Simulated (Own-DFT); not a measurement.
# Which arrangement is lower? As32Ga32, 64 atoms

Calculated results; nothing here was measured. The program, named Own-DFT, is a retired in-house plane-wave density functional code that no person has reviewed. Each row is one single-point run on a periodic cell that was not relaxed, without spin or spin-orbit coupling.

Settings of every run: PBE; PseudoDojo norm-conserving scalar-relativistic files; cutoff 42 hartree; 3 x 3 x 3 k mesh centred on Gamma; Fermi-Dirac smearing of 0.1 eV.

Known limits, some of them of some rows only: not probed for a lower state with spin; forces on such cells failed a check on a denser k mesh; forces not confirmed at this smearing and k mesh; stress not checked against mesh or cutoff.

All cells hold the same atoms in the same cell, with vectors in Å (11.307, 0.000, 0.000); (0.000, 11.307, 0.000); (0.000, 0.000, 11.307). Every atom was moved at random from its ideal site; u is the rms move along one axis. The defect's site can differ from row to row. E is the free energy of the cell above the lowest run. The arrangements:

- A: zincblende GaAs
- B: zincblende GaAs, with one As on a Ga site and one Ga on an As site, 2.4 Å apart

```
arrangement   u (Å)  E (eV)  P (GPa)
          A  0.0205   0.007     3.53
          A  0.0208   0.000     3.53
          A  0.0214   0.005     3.53
          A  0.0483   2.201     4.00
          A  0.0490   1.824     3.87
          A  0.0501   1.965     3.95
          B  0.0278   2.914     3.92
          B  0.0280   2.898     3.92
          B  0.0289   2.876     3.89
          B  0.0490   4.526     4.27
          B  0.0525   4.567     4.29
          B  0.0538   5.197     4.44
```

Question: once the cost of the random moves is taken out, how do the arrangements rank?

## Worked answer

Fit E = a + b u², with one b for all and one a for each arrangement, and with residuals divided by u², since the noise grows with the moves. Then b = 997 eV/Å², the scatter at u = 0.04 Å is 0.12 eV, and against A:

- B: 2.53 ± 0.04 eV (higher)

These are energies of unrelaxed cells. Relaxing the atoms lowers the strained arrangements most, so the gaps would shrink and small ones could change sign.
